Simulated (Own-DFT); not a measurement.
Simulation results for SiC (2H silicon carbide, atoms displaced), SiC (4H silicon carbide, atoms displaced), GaP (zincblende, strained, atoms displaced)

All values are calculated (Own-DFT development build). A calculation, not a measurement: plane-wave PBE density functional theory by an unreviewed code, no spin, of a simulated periodic cell, stress positive in tension, free energy of the whole cell less one offset for each atom, forces on such cells passed a denser k mesh, this cell's mesh not checked; offsets are fitted by least squares, one for each functional and potential file, so energies compare only between cells with the same atoms and settings and are not formation energies; the far tail of each file's local potential was reset to the Coulomb form; each entry is a single point on an unrelaxed cell, so the pressure reflects the starting lattice, mostly measured values (interpolated for alloys), from which strain is counted, and rises with the displacements; printed positions are rounded, which can move forces by about a meV/angstrom; the program, named Own-DFT, is a retired in-house code; no spin-orbit coupling.

Settings shared by all entries: functional PBE; potential files PseudoDojo norm-conserving, scalar-relativistic, standard set; wave cutoff 42 hartree; occupations Fermi-Dirac; smearing width 0.1 eV; hardware one NVIDIA H100.

(1) SiC (2H silicon carbide, atoms displaced)

```
SiC
1.0
      6.1654     0.0000     0.0000
     -3.0827     5.3394     0.0000
      0.0000     0.0000    10.0681
Si C Si C Si C Si C Si C Si C Si C Si C
2 2 2 2 2 2 2 2 2 2 2 2 2 2 2 2
Direct
  0.98655 0.00097 0.00877
  0.16153 0.31086 0.24449
  0.03557 0.98959 0.16896
  0.20462 0.34317 0.44345
  0.03478 0.01420 0.49427
  0.12912 0.30985 0.74012
  0.02799 0.02120 0.69624
  0.15957 0.33689 0.93467
  0.03910 0.50455 0.00033
  0.16987 0.85854 0.23286
  0.00468 0.51820 0.19866
  0.13874 0.81408 0.44700
  0.99979 0.49077 0.48801
  0.15247 0.82277 0.75645
  0.01184 0.51708 0.68465
  0.12404 0.81629 0.94979
  0.47683 0.97964 0.00775
  0.65068 0.35158 0.23840
  0.51847 0.00107 0.18917
  0.68669 0.34551 0.46169
  0.48853 0.00515 0.50874
  0.66228 0.30314 0.75048
  0.50581 0.03407 0.68266
  0.68461 0.34496 0.93391
  0.48095 0.49088 0.99239
  0.66801 0.84661 0.24293
  0.49361 0.51255 0.19665
  0.66774 0.81916 0.44895
  0.48422 0.46811 0.50581
  0.63974 0.83506 0.75501
  0.52150 0.50747 0.69371
  0.63998 0.81054 0.94482
```

- k mesh: 5 x 5 x 3 centred on Gamma
- free energy of cell above offsets: 8.208 eV
- pressure: 12.95 GPa
- stress xx: -11.98 GPa
- stress yy: -16.35 GPa
- stress zz: -10.51 GPa
- stress yz: -3.25 GPa
- stress xz: -4.55 GPa
- stress xy: 5.38 GPa
- wall time: 122.2 s

Force:
```tsv
element	x (eV/Å)	y (eV/Å)	z (eV/Å)
Si	-1.325	-0.251	-6.8
Si	-1.058	2.969	1.788
C	-9.476	5.354	3.145
C	-6.78	-3.745	-4.167
Si	-4.884	-1.63	2.762
Si	2.509	7.245	2.486
C	-1.595	-6.204	-2.287
C	2.353	-3.285	-0.818
Si	-7.049	-0.056	2.238
Si	8.919	-6.208	6.845
C	0.874	-2.404	-1.582
C	3.75	2.292	-3.174
Si	2.582	1.064	2.782
Si	0.011	1.896	0.252
C	-0.044	-2.707	-0.561
C	3.196	1.784	-2.159
Si	0.216	2.398	-2.249
Si	4.246	-1.119	2.449
C	-3.93	2.617	-0.507
C	-3.19	-3.699	-4.45
Si	2.204	-1.556	-3.241
Si	-0.786	9.997	2.681
C	-0.21	-9.183	0.971
C	-0.557	-2.26	1.996
Si	3.074	-1.235	0.596
Si	2.656	-2.032	4.242
C	-0.892	-0.316	-3.09
C	-0.523	2.148	-1.567
Si	5.803	6.705	3.164
Si	2.542	-0.615	-1.253
C	-2.37	-0.975	-0.008
C	-0.264	3.011	-0.483
```

(2) SiC (4H silicon carbide, atoms displaced)

```
SiC
1.0
      6.1654     0.0000     0.0000
     -3.0827     5.3394     0.0000
      0.0000     0.0000    10.0681
Si C Si C Si C Si C Si C Si C Si C Si C
2 2 2 2 2 2 2 2 2 2 2 2 2 2 2 2
Direct
  0.02496 0.01654 0.38830
  0.18707 0.34101 0.15238
  0.01730 0.02837 0.09722
  0.19798 0.34043 0.33389
  0.00456 0.49670 0.39811
  0.15935 0.81217 0.16236
  0.00368 0.47251 0.09396
  0.18322 0.81816 0.33882
  0.48151 0.99099 0.39721
  0.67040 0.37055 0.15803
  0.47527 0.98593 0.08936
  0.66736 0.31150 0.36091
  0.51941 0.48936 0.40580
  0.64042 0.81120 0.15597
  0.46111 0.48004 0.10231
  0.67772 0.86852 0.34392
  0.99087 0.00710 0.88709
  0.82977 0.65432 0.64611
  0.02283 0.98775 0.59667
  0.81074 0.65005 0.84392
  0.02823 0.51083 0.91338
  0.82975 0.15105 0.65049
  0.98429 0.47807 0.59486
  0.84716 0.18581 0.85287
  0.50298 0.03116 0.91456
  0.29939 0.66120 0.66752
  0.49632 0.97088 0.60517
  0.31075 0.66026 0.84915
  0.50315 0.52394 0.92250
  0.37146 0.20184 0.66391
  0.51936 0.50539 0.59447
  0.32864 0.14194 0.83571
```

- k mesh: 5 x 5 x 3 centred on Gamma
- free energy of cell above offsets: 5.345 eV
- pressure: 10.79 GPa
- stress xx: -14.01 GPa
- stress yy: -9.81 GPa
- stress zz: -8.56 GPa
- stress yz: 2.82 GPa
- stress xz: 0.97 GPa
- stress xy: -5.41 GPa
- wall time: 118.5 s

Force:
```tsv
element	x (eV/Å)	y (eV/Å)	z (eV/Å)
Si	-1.012	-1.671	2.629
Si	-8.385	-5.822	4.29
C	-0.367	-5.774	-1.379
C	-1.084	0.709	1.651
Si	1.792	-1.414	2.35
Si	-1.063	1.736	-3.523
C	-3.35	2.921	1.135
C	-4.277	-0.583	0.243
Si	3.571	-0.432	4.477
Si	2.715	-4.79	0.517
C	1.168	1.26	2.179
C	-0.218	3.277	-3.695
Si	-2.276	2.744	1.525
Si	0.816	4.857	0.344
C	9.583	6.569	-3.854
C	2.625	-3.577	-0.965
Si	2.413	-1.806	2.797
Si	1.112	1.684	2.487
C	-0.952	2.038	-1.418
C	1.454	1.576	0.6
Si	-6.447	-2.425	0.422
Si	0.969	-0.978	1.205
C	0.717	0.645	-1.632
C	-2.036	-0.736	-2.029
Si	2.5	-2.299	-1.332
Si	2.855	-0.778	-1.107
C	-1.369	2.696	-2.338
C	5.344	3.362	-0.455
Si	-0.228	-2.064	-3.874
Si	-0.359	-4.459	-2.128
C	-3.376	0.185	-1.345
C	-2.836	3.35	2.223
```

(3) GaP (zincblende, strained, atoms displaced)

```
GaP
1.0
     10.8620     0.0000     0.0000
      0.0000    10.8620     0.0000
      0.0000     0.0000    10.9361
Ga P Ga P Ga P Ga P Ga P Ga P Ga P Ga P
4 4 4 4 4 4 4 4 4 4 4 4 4 4 4 4
Direct
  0.99570 0.00454 0.00034
  0.99653 0.25310 0.25976
  0.25120 0.99677 0.25375
  0.25071 0.25153 0.99853
  0.13105 0.12544 0.12337
  0.13467 0.37467 0.38085
  0.37609 0.12296 0.37581
  0.37165 0.37622 0.12743
  0.00499 0.00372 0.49645
  0.00533 0.24834 0.75068
  0.25992 0.00282 0.74432
  0.24677 0.25150 0.50381
  0.12090 0.12986 0.62277
  0.13273 0.37233 0.86843
  0.37489 0.12430 0.87946
  0.36256 0.37369 0.62385
  0.00401 0.49800 0.99578
  0.00062 0.75336 0.24212
  0.25692 0.50301 0.24364
  0.25348 0.75153 0.00670
  0.11660 0.62416 0.12030
  0.12396 0.87590 0.37993
  0.36902 0.62787 0.37577
  0.37451 0.87496 0.12524
  0.99961 0.51096 0.50148
  0.00422 0.74798 0.75101
  0.25382 0.50581 0.74877
  0.24747 0.74763 0.49784
  0.12393 0.62638 0.63394
  0.12478 0.86858 0.87922
  0.38069 0.61959 0.87653
  0.37384 0.87852 0.62817
  0.49646 0.00260 0.99612
  0.50194 0.25544 0.24516
  0.74131 0.99647 0.25000
  0.75288 0.24357 0.99886
  0.62836 0.12883 0.12544
  0.62951 0.36648 0.37622
  0.87558 0.11825 0.37955
  0.87626 0.38119 0.12931
  0.49804 0.99102 0.50061
  0.50519 0.24449 0.75762
  0.74313 0.00540 0.74837
  0.74268 0.25555 0.49254
  0.62320 0.12123 0.62797
  0.62338 0.37799 0.86840
  0.87501 0.12139 0.87095
  0.87085 0.36946 0.62654
  0.50211 0.49185 0.99823
  0.50000 0.75199 0.24638
  0.75212 0.49895 0.24885
  0.74342 0.74097 0.00181
  0.63417 0.61531 0.11983
  0.62694 0.86578 0.37235
  0.88117 0.62618 0.37784
  0.87459 0.87799 0.12333
  0.50666 0.50649 0.50228
  0.50204 0.75017 0.75089
  0.74724 0.49946 0.75607
  0.75199 0.74939 0.49819
  0.62362 0.62385 0.62760
  0.61844 0.87824 0.87944
  0.88210 0.63162 0.88400
  0.87733 0.87412 0.63108
```

* k mesh: 3 x 3 x 3 centred on Gamma
* free energy of cell above offsets: -33.178 eV
* pressure: 3.6 GPa
* stress xx: -3.7 GPa
* stress yy: -3.76 GPa
* stress zz: -3.34 GPa
* stress yz: 0.03 GPa
* stress xz: -0.44 GPa
* stress xy: 0.72 GPa
* wall time: 525.5 s

Force:
```tsv
element	x (eV/Å)	y (eV/Å)	z (eV/Å)
Ga	0.81	-0.405	-0.04
Ga	0.632	-0.161	-0.441
Ga	-0.119	0.291	-0.124
Ga	-0.075	-0.124	0.233
P	-0.861	0.092	0.55
P	-1.104	0.973	-0.835
P	0.235	0.363	0.057
P	0.727	-0.268	-0.794
Ga	-0.567	-0.559	1.013
Ga	-0.827	0.25	-0.004
Ga	-1.71	0.257	0.922
Ga	0.398	-0.769	-0.475
P	0.813	-0.902	0.309
P	-0.502	0.531	0.52
P	-0.13	0.449	-0.495
P	2.194	0.285	0.46
Ga	-0.186	-0.654	-0.076
Ga	-0.154	0.107	0.79
Ga	-1.391	0.269	0.7
Ga	-0.352	-0.711	-0.728
P	1.439	-0.008	0.526
P	0.095	-0.427	-0.866
P	1.242	-0.253	-0.358
P	0.41	0.396	0.175
Ga	0.502	-1.584	0.583
Ga	-0.52	0.593	0.462
Ga	-0.012	-0.386	0.194
Ga	-0.192	0.421	0.927
P	0.382	-0.03	-1.027
P	0.521	1.176	-0.334
P	-0.323	0.773	0.286
P	0.282	-1.464	-0.678
Ga	0.243	-0.069	1.098
Ga	-0.355	-0.707	0.551
Ga	0.965	0.191	0.07
Ga	0.274	1.074	-0.149
P	-0.764	-0.504	-0.228
P	-1.504	2.297	-1.226
P	-0.931	0.642	-0.617
P	0.367	-1.108	-0.806
Ga	0.409	0.562	-0.341
Ga	-0.995	0.375	-0.957
Ga	0.714	-1.139	0.412
Ga	1.625	-1.922	1.825
P	-0.401	0.632	-1.211
P	0.367	-1.056	1.212
P	0.095	0.493	0.078
P	0.305	0.81	-0.127
Ga	-0.13	0.225	0.282
Ga	0.033	-0.903	-0.177
Ga	0.235	0.051	0.996
Ga	0.846	1.559	-0.415
P	-1.793	0.167	0.958
P	-0.422	0.599	0.391
P	-0.756	0.399	-1.006
P	-0.788	-0.23	-0.01
Ga	-1.157	-1.144	-0.402
Ga	-0.385	0.118	0.142
Ga	1.235	0.612	-0.494
Ga	0.388	-0.131	0.705
P	0.783	0.614	0.066
P	0.897	-0.565	-0.377
P	-0.801	-0.813	-1.096
P	-0.258	0.352	-0.578
```

(4) GaP (zincblende, strained, atoms displaced)

```
GaP
1.0
     10.8620     0.0000     0.0000
      0.0000    10.8620     0.0000
      0.0000     0.0000    10.9439
Ga P Ga P Ga P Ga P Ga P Ga P Ga P Ga P
4 4 4 4 4 4 4 4 4 4 4 4 4 4 4 4
Direct
  0.99704 0.00303 0.00338
  0.00855 0.25181 0.25196
  0.25146 0.99160 0.25932
  0.25319 0.24696 0.00144
  0.12510 0.13623 0.12184
  0.12778 0.37523 0.37611
  0.37080 0.12409 0.37029
  0.38134 0.38220 0.11325
  0.00688 0.99956 0.48956
  0.99835 0.24853 0.75020
  0.24890 0.99932 0.74724
  0.24773 0.25064 0.50357
  0.11688 0.13057 0.62076
  0.11980 0.36810 0.87695
  0.37794 0.11479 0.87091
  0.38250 0.37480 0.62286
  0.98598 0.50607 0.99522
  0.00658 0.74925 0.24776
  0.24043 0.49855 0.25589
  0.25201 0.75037 0.00208
  0.12442 0.61919 0.12223
  0.13405 0.88505 0.36550
  0.36760 0.62396 0.38499
  0.37002 0.87430 0.11310
  0.98937 0.50318 0.49556
  0.00101 0.75364 0.76113
  0.25705 0.49653 0.75833
  0.24661 0.75667 0.49799
  0.12209 0.61723 0.61569
  0.14503 0.87987 0.88108
  0.36797 0.62259 0.89342
  0.38643 0.86533 0.62031
  0.50356 0.00337 0.00246
  0.50439 0.23558 0.25682
  0.75981 0.98904 0.24884
  0.74983 0.26428 0.00650
  0.61939 0.13135 0.13318
  0.62246 0.38368 0.37564
  0.87840 0.12190 0.36432
  0.87280 0.36832 0.12698
  0.49410 0.00292 0.49633
  0.49430 0.24899 0.74239
  0.74792 0.99680 0.74139
  0.74776 0.24895 0.49876
  0.64150 0.12483 0.63299
  0.62565 0.37939 0.86845
  0.86381 0.11794 0.86363
  0.87891 0.35851 0.62628
  0.49863 0.50309 0.00797
  0.50298 0.75807 0.23866
  0.75525 0.48139 0.22730
  0.74936 0.75438 0.00728
  0.61596 0.62814 0.10812
  0.62784 0.87404 0.36404
  0.87705 0.62959 0.36598
  0.87941 0.87052 0.11998
  0.49818 0.49861 0.49108
  0.49914 0.74861 0.75257
  0.74862 0.50271 0.73014
  0.74580 0.74907 0.51051
  0.63229 0.61751 0.62874
  0.62531 0.88463 0.87421
  0.87208 0.62216 0.88391
  0.87789 0.87793 0.62936
```

- k mesh: 3 x 3 x 3 centred on Gamma
- free energy of cell above offsets: -29.462 eV
- pressure: 4.36 GPa
- stress xx: -4.72 GPa
- stress yy: -4.61 GPa
- stress zz: -3.74 GPa
- stress yz: 0.56 GPa
- stress xz: -0.04 GPa
- stress xy: -0.15 GPa
- wall time: 560.9 s

Force:
```tsv
element	x (eV/Å)	y (eV/Å)	z (eV/Å)
Ga	0.441	0.448	-1.053
Ga	-0.377	-0.063	0.064
Ga	1.537	2.149	-3.242
Ga	0.605	0.435	-0.873
P	0.166	-1.644	0.667
P	-0.828	-0.145	0.64
P	-0.279	0.188	1.07
P	-1.338	-1.818	2.585
Ga	-0.819	0.248	0.621
Ga	0.081	-0.689	0.991
Ga	0.567	0.149	-1.057
Ga	0.382	0.102	-0.196
P	0.905	-0.999	0.263
P	0.247	0.669	0.091
P	-0.223	1.228	0.033
P	-0.896	0.286	-0.21
Ga	1.783	-1.669	1.118
Ga	0.154	0.056	-0.146
Ga	1.482	0.228	-0.902
Ga	-0.976	-0.629	0.38
P	-0.217	0.411	-0.016
P	-2.183	-2.595	1.86
P	0.494	0.601	-1.743
P	0.781	0.892	1.615
Ga	0.222	-0.753	0.076
Ga	0.679	-0.442	-0.256
Ga	-0.841	0.065	-0.52
Ga	-0.171	-0.539	0.487
P	0.335	0.938	1.396
P	-2.395	-0.167	-0.243
P	1.004	-0.024	-2.221
P	-1.242	0.984	0.095
Ga	-0.089	0.184	0.014
Ga	-0.958	2.501	0.208
Ga	-0.516	0.91	-0.571
Ga	-1.199	-1.816	-1.741
P	1.999	-1.478	-1.385
P	0.897	-1.391	-0.957
P	-0.2	0.402	0.769
P	3.078	-0.68	-1.075
Ga	1.381	-0.031	0.198
Ga	1.15	-0.625	1.083
Ga	0.462	-0.912	0.96
Ga	0.308	-0.108	-0.661
P	-2.776	0.702	-1.912
P	-0.351	0.2	0.219
P	1.024	0.995	1.817
P	-0.602	2.071	-1.097
Ga	0.512	-0.655	-2.413
Ga	-0.786	-0.944	0.517
Ga	-2.404	3.291	2.433
Ga	-0.344	-0.094	-1.421
P	1.64	0.258	2.288
P	-0.269	-0.037	1.498
P	-1.164	-0.476	0.223
P	0.418	0.194	0.623
Ga	-0.024	0.699	1.081
Ga	0.345	-0.7	0.995
Ga	2.121	-2.212	2.667
Ga	0.651	0.352	-1.227
P	-2.769	1.804	-1.607
P	0.169	-1.125	0.106
P	-1.364	1.378	-2.135
P	0.58	-0.561	-0.87
```
